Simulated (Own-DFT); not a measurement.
# Computed records: Al16O23 (corundum with two vacancies, atoms displaced)

Computed with Own-DFT development build. A calculation, not a measurement: plane-wave PBE density functional theory by an unreviewed code, no spin, of a simulated periodic cell, stress positive in tension, free energy of the whole cell less one offset for each atom, defect cell not probed for a lower state with spin; oxygen file: force components 24 meV/angstrom off all-electron in one glass; forces on such cells passed a denser k mesh, this cell's mesh not checked; offsets are fitted by least squares, one for each functional and potential file, so energies compare only between cells with the same atoms and settings and are not formation energies; the far tail of each file's local potential was reset to the Coulomb form; each entry is a single point on an unrelaxed cell, so the pressure reflects the starting lattice, mostly measured values, from which strain is counted, and rises with the displacements; printed positions are rounded, which can move forces by about a meV/angstrom; the program is a retired in-house code; no spin-orbit coupling; before rounding, a Quantum ESPRESSO 7.3.1 run of the same cell and cutoff gave forces within 1 meV/angstrom rms on each cell, which checks the program and not the settings.

```cif
# cell vector a (Å): 5.4940 0.0000 8.6604
# cell vector b (Å): -2.7470 4.7579 8.6604
# cell vector c (Å): -2.7470 -4.7579 8.6604
data_Al16O23
_symmetry_space_group_name_H-M 'P 1'
_symmetry_Int_Tables_number 1
_cell_length_a 10.2561
_cell_length_b 10.2560
_cell_length_c 10.2560
_cell_angle_alpha 55.280
_cell_angle_beta 55.280
_cell_angle_gamma 55.280
_cell_volume 679.15
loop_
_atom_site_label
_atom_site_type_symbol
_atom_site_fract_x
_atom_site_fract_y
_atom_site_fract_z
_atom_site_occupancy
Al1 Al 0.18016 0.17669 0.16967 1
Al2 Al 0.32407 0.32374 0.32481 1
Al3 Al 0.43087 0.41995 0.42340 1
Al4 Al 0.07239 0.07307 0.07164 1
O1 O 0.28003 0.47152 0.12364 1
O2 O 0.12537 0.27719 0.47446 1
O3 O 0.22877 0.02598 0.37735 1
O4 O 0.02725 0.36776 0.22044 1
O5 O 0.36802 0.22685 0.02918 1
Al5 Al 0.17905 0.17983 0.67448 1
Al6 Al 0.32966 0.32013 0.82798 1
Al7 Al 0.42543 0.42787 0.92547 1
Al8 Al 0.07567 0.08033 0.56518 1
O6 O 0.27246 0.47114 0.62963 1
O7 O 0.46468 0.13063 0.78111 1
O8 O 0.12926 0.27215 0.97363 1
O9 O 0.22046 0.02949 0.87846 1
O10 O 0.03062 0.37219 0.72621 1
O11 O 0.37683 0.22474 0.52275 1
Al9 Al 0.17911 0.67295 0.17643 1
Al10 Al 0.32499 0.82801 0.32241 1
Al11 Al 0.43179 0.92896 0.41973 1
Al12 Al 0.07448 0.56710 0.07329 1
O12 O 0.26940 0.97629 0.12323 1
O13 O 0.46972 0.62207 0.27787 1
O14 O 0.12699 0.77426 0.47007 1
O15 O 0.21962 0.52750 0.37479 1
O16 O 0.02884 0.87030 0.22170 1
O17 O 0.37770 0.71800 0.02521 1
Al13 Al 0.17469 0.67589 0.67608 1
Al14 Al 0.32197 0.82296 0.82054 1
Al15 Al 0.42789 0.92095 0.92652 1
Al16 Al 0.07465 0.56993 0.57580 1
O18 O 0.27661 0.97436 0.62690 1
O19 O 0.45995 0.62926 0.78666 1
O20 O 0.12894 0.77637 0.97165 1
O21 O 0.22212 0.52298 0.87710 1
O22 O 0.02914 0.87847 0.72168 1
O23 O 0.36716 0.73127 0.52813 1
Al17 Al 0.67381 0.17309 0.17929 1
Al18 Al 0.82325 0.32426 0.32256 1
Al19 Al 0.92493 0.42790 0.43099 1
Al20 Al 0.57119 0.07766 0.07228 1
O24 O 0.78321 0.46843 0.12845 1
O25 O 0.97194 0.12852 0.28066 1
O26 O 0.63077 0.27464 0.46855 1
O27 O 0.71779 0.03115 0.37199 1
O28 O 0.53261 0.37627 0.21952 1
O29 O 0.87639 0.22237 0.02269 1
Al21 Al 0.67434 0.17740 0.67485 1
Al22 Al 0.83056 0.31575 0.82024 1
Al23 Al 0.92626 0.42214 0.92917 1
Al24 Al 0.58216 0.06637 0.57126 1
O30 O 0.78133 0.46382 0.62767 1
O31 O 0.97528 0.12394 0.77774 1
O32 O 0.62503 0.28253 0.96748 1
O33 O 0.72720 0.02849 0.87444 1
O34 O 0.52696 0.37752 0.72253 1
O35 O 0.87484 0.21794 0.52507 1
Al25 Al 0.67576 0.67624 0.17400 1
Al26 Al 0.82202 0.82297 0.32649 1
Al27 Al 0.93390 0.92289 0.41977 1
Al28 Al 0.57287 0.57443 0.07655 1
O36 O 0.96912 0.62873 0.27788 1
O37 O 0.62723 0.77308 0.47169 1
O38 O 0.72425 0.52692 0.37889 1
O39 O 0.52672 0.87124 0.22574 1
O40 O 0.88098 0.71818 0.02569 1
Al29 Al 0.67216 0.67912 0.67364 1
Al30 Al 0.82282 0.82902 0.82551 1
Al31 Al 0.91606 0.92591 0.93493 1
Al32 Al 0.57808 0.57663 0.56770 1
O41 O 0.77268 0.97547 0.62696 1
O42 O 0.97604 0.62579 0.77344 1
O43 O 0.61835 0.78078 0.97244 1
O44 O 0.71785 0.52767 0.87934 1
O45 O 0.53019 0.87378 0.72468 1
O46 O 0.87876 0.71998 0.52600 1
_calc_functional 'PBE'
_calc_potential_files 'PseudoDojo norm-conserving, scalar-relativistic, standard set'
_calc_wave_cutoff 72  # hartree
_calc_occupations 'Fermi-Dirac'
_calc_smearing_width 0.1  # eV
_calc_k_mesh '3 x 3 x 3 centred on Gamma'
_calc_free_energy_of_cell_above_offsets '-53.493'  # eV
_calc_pressure 6.82  # GPa
_calc_stress_xx -7.52  # GPa
_calc_stress_yy -6.8  # GPa
_calc_stress_zz -6.15  # GPa
_calc_stress_yz 0.12  # GPa
_calc_stress_xz 0.5  # GPa
_calc_stress_xy 0.25  # GPa
```

Force:
| element | x (eV/Å) | y (eV/Å) | z (eV/Å) |
| --- | --- | --- | --- |
| Al | -1.094 | -1.02 | -0.673 |
| Al | 0.537 | 0.111 | -0.502 |
| Al | -0.998 | -0.194 | 0.741 |
| Al | -0.008 | -0.047 | 0.501 |
| O | -0.285 | -0.619 | -0.138 |
| O | -0.256 | 0.579 | -0.215 |
| O | -0.023 | 1.498 | -1.016 |
| O | -0.438 | 0.723 | 1.72 |
| O | 1.606 | -0.617 | 1.081 |
| Al | 0.117 | -1.111 | -0.377 |
| Al | -1.226 | 1.202 | -1.129 |
| Al | -0.21 | 0.244 | 0.208 |
| Al | -0.337 | -1.597 | 0.276 |
| O | 1.323 | 0.193 | 0.062 |
| O | 1.54 | -0.513 | -0.275 |
| O | -0.706 | 0.754 | -0.273 |
| O | 0.92 | 0.473 | -0.768 |
| O | -0.115 | 0.433 | -0.488 |
| O | 0.446 | -0.664 | 0.245 |
| Al | -0.001 | 0.653 | -0.603 |
| Al | -0.435 | -0.589 | -0.85 |
| Al | -1.069 | 0.237 | 0.471 |
| Al | 0.046 | -0.014 | 0.887 |
| O | 1.059 | -1.254 | 1.021 |
| O | 0.014 | 0.303 | 0.895 |
| O | 0.006 | 0.573 | 0.406 |
| O | 0.344 | -0.306 | 0.065 |
| O | -0.663 | 0.605 | 0.608 |
| O | -0.385 | -0.061 | 0.574 |
| Al | -0.116 | -0.03 | 0.059 |
| Al | -1.245 | 0.068 | 0.971 |
| Al | -1.375 | 0.807 | -0.448 |
| Al | 0.131 | 0.114 | 0.585 |
| O | 0.812 | 0.607 | 0.015 |
| O | 2.4 | 0.548 | -0.597 |
| O | -0.925 | -0.233 | -0.697 |
| O | -0.111 | 0.451 | 0.158 |
| O | -0.025 | -0.166 | -0.618 |
| O | 1.414 | -0.856 | 0.269 |
| Al | 0.15 | 1.098 | -0.744 |
| Al | 0.455 | -0.65 | 0.831 |
| Al | 0.808 | 0.485 | -0.957 |
| Al | 0.005 | -0.351 | 0.735 |
| O | -0.594 | 1.171 | -0.636 |
| O | 0.611 | -0.84 | -1.567 |
| O | -0.928 | -0.019 | -0.294 |
| O | 0.722 | -0.839 | 0.231 |
| O | -0.051 | -0.661 | -0.557 |
| O | -0.475 | -1.042 | -0.009 |
| Al | 0.138 | 0.254 | -0.071 |
| Al | -1.018 | -0.044 | 1.025 |
| Al | 0.255 | 0.629 | 0.198 |
| Al | -1.304 | 0.239 | 0.545 |
| O | -1.014 | 0.625 | 0.388 |
| O | -0.015 | -0.193 | -0.465 |
| O | -0.073 | -0.689 | -0.342 |
| O | -1.08 | 0.004 | -0.705 |
| O | 0.427 | 0.081 | -0.032 |
| O | -0.154 | 0.024 | 1.017 |
| Al | 0.32 | -0.619 | 0.208 |
| Al | 0.687 | 1.12 | -0.23 |
| Al | -0.465 | -0.138 | 0.676 |
| Al | 0.32 | 0.432 | -0.632 |
| O | 0.564 | -0.734 | -0.661 |
| O | -0.351 | -0.092 | 0.43 |
| O | 0.183 | 0.86 | -0.838 |
| O | 0.626 | 0.913 | -0.046 |
| O | -1.227 | -0.004 | -0.642 |
| Al | 0.256 | -1.457 | 0.928 |
| Al | 1.079 | 0.018 | -0.923 |
| Al | 1.319 | 0.109 | 1.488 |
| Al | -1.376 | -0.864 | -0.587 |
| O | 0.81 | -0.308 | -0.292 |
| O | -1.285 | -0.49 | 0.035 |
| O | 1.169 | -0.453 | 1.444 |
| O | 0.617 | 0.568 | -0.065 |
| O | 0.178 | 0.536 | -0.564 |
| O | -0.961 | 0.035 | -0.473 |
